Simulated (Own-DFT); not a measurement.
# Computed records: Hf20Si39 (HfSi2 crystal with one vacancy, atoms displaced)

A calculation, not a measurement: plane-wave density functional theory by an unreviewed code, no spin, of a simulated periodic cell, stress positive in tension, run twice, with PBE and with PBEsol, both on files made for PBE, so the change isn't that of files made for PBEsol, hafnium file: forces about 75 meV/angstrom off all-electron values; forces on such cells moved up to 12 meV/angstrom on a denser k mesh; the far tail of each file's local potential was reset to the Coulomb form; each entry is a single point on an unrelaxed cell, so the pressure reflects the starting lattice, taken from the Materials Project, from which strain is counted, and rises with the displacements; printed positions are rounded, which can move forces by about a meV/angstrom; the program, named Own-DFT, is a retired in-house code; no spin-orbit coupling; stress was not checked against mesh or cutoff. Program: Own-DFT development build.

```cif
# cell vector a (Å): -7.2972 7.0724 -1.7824
# cell vector b (Å): 3.6486 7.0873 5.7379
# cell vector c (Å): 3.6486 3.5213 -8.4115
data_Hf20Si39
_symmetry_space_group_name_H-M 'P 1'
_symmetry_Int_Tables_number 1
_cell_length_a 10.3172
_cell_length_b 9.8217
_cell_length_c 9.8217
_cell_angle_alpha 95.948
_cell_angle_beta 82.474
_cell_angle_gamma 82.474
_cell_volume 970.77
loop_
_atom_site_label
_atom_site_type_symbol
_atom_site_fract_x
_atom_site_fract_y
_atom_site_fract_z
_atom_site_occupancy
Hf1 Hf 0.51966 0.54388 0.76248 1
Hf2 Hf 0.27121 0.25994 0.04598 1
Si1 Si 0.42330 0.30232 0.79481 1
Si2 Si 0.37024 0.50239 0.00940 1
Si3 Si 0.27954 0.59829 0.70112 1
Si4 Si 0.52749 0.20333 0.09487 1
Hf3 Hf 0.72607 0.74950 0.95547 1
Hf4 Hf 0.47645 0.44726 0.24176 1
Si5 Si 0.63305 0.49201 0.99313 1
Si6 Si 0.57277 0.70408 0.19699 1
Si7 Si 0.47730 0.79821 0.91159 1
Si8 Si 0.73076 0.40204 0.30080 1
Hf5 Hf 0.92088 0.93839 0.16014 1
Hf6 Hf 0.66460 0.65060 0.44832 1
Si9 Si 0.82344 0.70782 0.19364 1
Si10 Si 0.77086 0.90090 0.38991 1
Si11 Si 0.67089 0.98840 0.09813 1
Si12 Si 0.92227 0.60585 0.50149 1
Hf7 Hf 0.02488 0.54862 0.76083 1
Hf8 Hf 0.77320 0.25589 0.03504 1
Si13 Si 0.92624 0.29034 0.79996 1
Si14 Si 0.88060 0.49951 0.99650 1
Si15 Si 0.77124 0.59657 0.70505 1
Si16 Si 0.02661 0.19811 0.09307 1
Hf9 Hf 0.22123 0.74223 0.95105 1
Hf10 Hf 0.97483 0.45537 0.24154 1
Si17 Si 0.13008 0.49582 0.00398 1
Si18 Si 0.07079 0.70475 0.20271 1
Si19 Si 0.97452 0.80382 0.90099 1
Si20 Si 0.22034 0.41477 0.29933 1
Hf11 Hf 0.42330 0.94819 0.15820 1
Hf12 Hf 0.17757 0.65904 0.43670 1
Si21 Si 0.32882 0.69717 0.19911 1
Si22 Si 0.27264 0.89882 0.40075 1
Si23 Si 0.17812 0.98985 0.10454 1
Si24 Si 0.43274 0.59704 0.50126 1
Hf13 Hf 0.62382 0.14796 0.35973 1
Hf14 Hf 0.37574 0.85357 0.63589 1
Si25 Si 0.52250 0.89925 0.39195 1
Si26 Si 0.47792 0.09699 0.59937 1
Si27 Si 0.38420 0.19949 0.30100 1
Si28 Si 0.62741 0.80357 0.69700 1
Hf15 Hf 0.83138 0.33802 0.55098 1
Hf16 Hf 0.57551 0.06417 0.84390 1
Si29 Si 0.72721 0.09784 0.60213 1
Si30 Si 0.68189 0.29843 0.79852 1
Si31 Si 0.57311 0.38935 0.50144 1
Si32 Si 0.82169 0.00120 0.90051 1
Hf17 Hf 0.13319 0.14635 0.35912 1
Hf18 Hf 0.87019 0.85793 0.63208 1
Si33 Si 0.03056 0.90350 0.39549 1
Si34 Si 0.97017 0.09765 0.60802 1
Si35 Si 0.11752 0.80363 0.70697 1
Hf19 Hf 0.32770 0.33618 0.55866 1
Hf20 Hf 0.08339 0.06075 0.85024 1
Si36 Si 0.22121 0.10036 0.60287 1
Si37 Si 0.17193 0.30333 0.79531 1
Si38 Si 0.07105 0.39824 0.49779 1
Si39 Si 0.31465 0.00054 0.90270 1
_calc_functional 'PBE, then PBEsol'
_calc_potential_files 'PseudoDojo norm-conserving, scalar-relativistic, standard set'
_calc_wave_cutoff 42  # hartree
_calc_occupations 'cold (Marzari-Vanderbilt)'
_calc_smearing_width 0.2  # eV
_calc_k_mesh '4 x 4 x 4 centred on Gamma'
_calc_PBE_pressure 2.81  # GPa
_calc_PBE_stress_xx -2.74  # GPa
_calc_PBE_stress_yy -2.96  # GPa
_calc_PBE_stress_zz -2.74  # GPa
_calc_PBE_stress_yz -0.09  # GPa
_calc_PBE_stress_xz 0.14  # GPa
_calc_PBE_stress_xy 0.12  # GPa
_calc_PBEsol_pressure -0.37  # GPa
_calc_PBEsol_stress_xx 0.13  # GPa
_calc_PBEsol_stress_yy 0.31  # GPa
_calc_PBEsol_stress_zz 0.68  # GPa
_calc_PBEsol_stress_yz -0.05  # GPa
_calc_PBEsol_stress_xz 0.16  # GPa
_calc_PBEsol_stress_xy 0.12  # GPa
_calc_rms_change_of_force_components_from_PBE_to_PBEsol 0.028  # eV/angstrom
```

Force:
```
force element  PBE force x (eV/Å)  PBE force y (eV/Å)  PBE force z (eV/Å)  PBEsol force x (eV/Å)  PBEsol force y (eV/Å)  PBEsol force z (eV/Å)
           Hf              -0.766               0.389                 0.5                 -0.761                   0.39                  0.538
           Hf               -0.68              -0.095              -0.573                 -0.668                 -0.098                 -0.599
           Si               0.111               0.084              -0.762                  0.108                  0.093                 -0.748
           Si              -0.727              -0.038               0.413                 -0.747                 -0.043                  0.405
           Si                 0.6              -0.685               0.178                  0.604                 -0.684                  0.112
           Si               0.051              -0.331               0.167                  0.041                 -0.304                  0.228
           Hf               -0.64              -0.855              -0.159                 -0.627                 -0.827                 -0.123
           Hf               0.498                1.24               0.253                  0.502                  1.208                  0.216
           Si               0.832               0.307               0.113                  0.835                  0.297                  0.105
           Si              -0.317              -0.323              -0.534                 -0.328                  -0.32                 -0.519
           Si               0.013              -0.583               0.706                  0.011                 -0.581                   0.64
           Si              -0.616              -0.952              -0.651                 -0.631                 -0.922                 -0.592
           Hf              -0.448               1.039               1.735                 -0.476                  0.983                   1.73
           Hf              -1.154               1.434               0.752                 -1.134                  1.412                  0.703
           Si              -0.245               -0.65              -1.073                 -0.252                 -0.643                  -1.04
           Si               0.368               0.321              -0.671                  0.361                  0.336                 -0.669
           Si               0.825               1.641              -0.314                  0.824                  1.584                 -0.371
           Si              -0.427              -0.385               0.447                 -0.422                 -0.361                  0.505
           Hf              -0.542              -0.634               0.597                 -0.531                 -0.612                  0.626
           Hf               0.018               0.691              -1.457                  0.018                  0.658                 -1.416
           Si               0.218                0.63               0.695                  0.227                  0.631                   0.67
           Si               0.347              -0.079              -0.169                  0.337                 -0.075                  -0.17
           Si               -0.49              -0.222              -0.303                 -0.482                 -0.238                 -0.364
           Si               1.444               0.196              -1.238                  1.445                   0.21                 -1.159
           Hf              -0.043                0.72              -0.633                 -0.041                  0.724                 -0.583
           Hf               0.269               0.134              -0.252                  0.256                  0.162                 -0.259
           Si               0.461              -0.146               0.735                  0.466                 -0.153                  0.716
           Si              -0.365              -0.322              -0.024                 -0.367                  -0.32                 -0.024
           Si               0.635              -0.313              -0.858                  0.642                 -0.329                 -0.943
           Si              -1.358              -0.424              -0.271                 -1.363                 -0.406                 -0.211
           Hf              -0.015              -0.242               0.307                 -0.022                 -0.233                  0.332
           Hf                0.84               0.314              -1.356                  0.832                  0.299                 -1.363
           Si                0.19               0.023               0.271                  0.214                  0.022                  0.259
           Si              -0.042               0.378               0.283                 -0.047                  0.379                  0.277
           Si                1.45              -0.064              -0.233                  1.446                 -0.079                 -0.299
           Si               1.017               -1.19               0.602                  1.001                 -1.144                  0.664
           Hf               -1.05              -0.506               0.452                 -1.003                 -0.528                   0.47
           Hf               0.606               0.393              -1.034                  0.595                   0.37                 -1.059
           Si               0.097               0.435              -0.478                  0.114                  0.434                 -0.469
           Si               0.099              -0.096               0.078                  0.099                 -0.096                  0.085
           Si               1.099              -0.616              -0.086                  1.105                 -0.614                 -0.139
           Si               0.872               -0.25               0.174                  0.868                  -0.23                  0.237
           Hf               1.089              -0.015                0.41                  1.102                   0.02                  0.412
           Hf              -0.094              -1.228              -0.709                 -0.108                 -1.214                 -0.743
           Si                0.09              -0.137                0.84                  0.089                 -0.149                   0.82
           Si               0.248              -0.314               0.523                  0.252                 -0.325                  0.509
           Si              -0.181               1.124               -0.25                 -0.187                  1.077                 -0.307
           Si              -0.567               0.247               0.737                 -0.549                  0.263                  0.801
           Hf               0.023              -0.612               0.633                  0.001                 -0.575                  0.631
           Hf              -0.069               0.665              -1.709                 -0.062                  0.653                 -1.738
           Si               0.519              -0.181               0.016                  0.527                 -0.189                  0.011
           Si              -0.762                0.11                0.79                 -0.767                  0.099                  0.773
           Si              -1.555               0.051               1.229                 -1.565                   0.07                  1.281
           Hf               0.423                0.05               1.425                  0.408                  0.064                  1.433
           Hf               0.555              -2.082               0.462                  0.553                 -2.075                  0.423
           Si              -0.429              -0.009               0.057                 -0.434                 -0.003                  0.058
           Si              -0.056               0.337              -0.572                 -0.057                  0.338                 -0.564
           Si              -0.044               0.457              -0.374                 -0.046                  0.429                 -0.436
           Si              -2.225               1.171               0.167                 -2.205                  1.165                  0.239
```
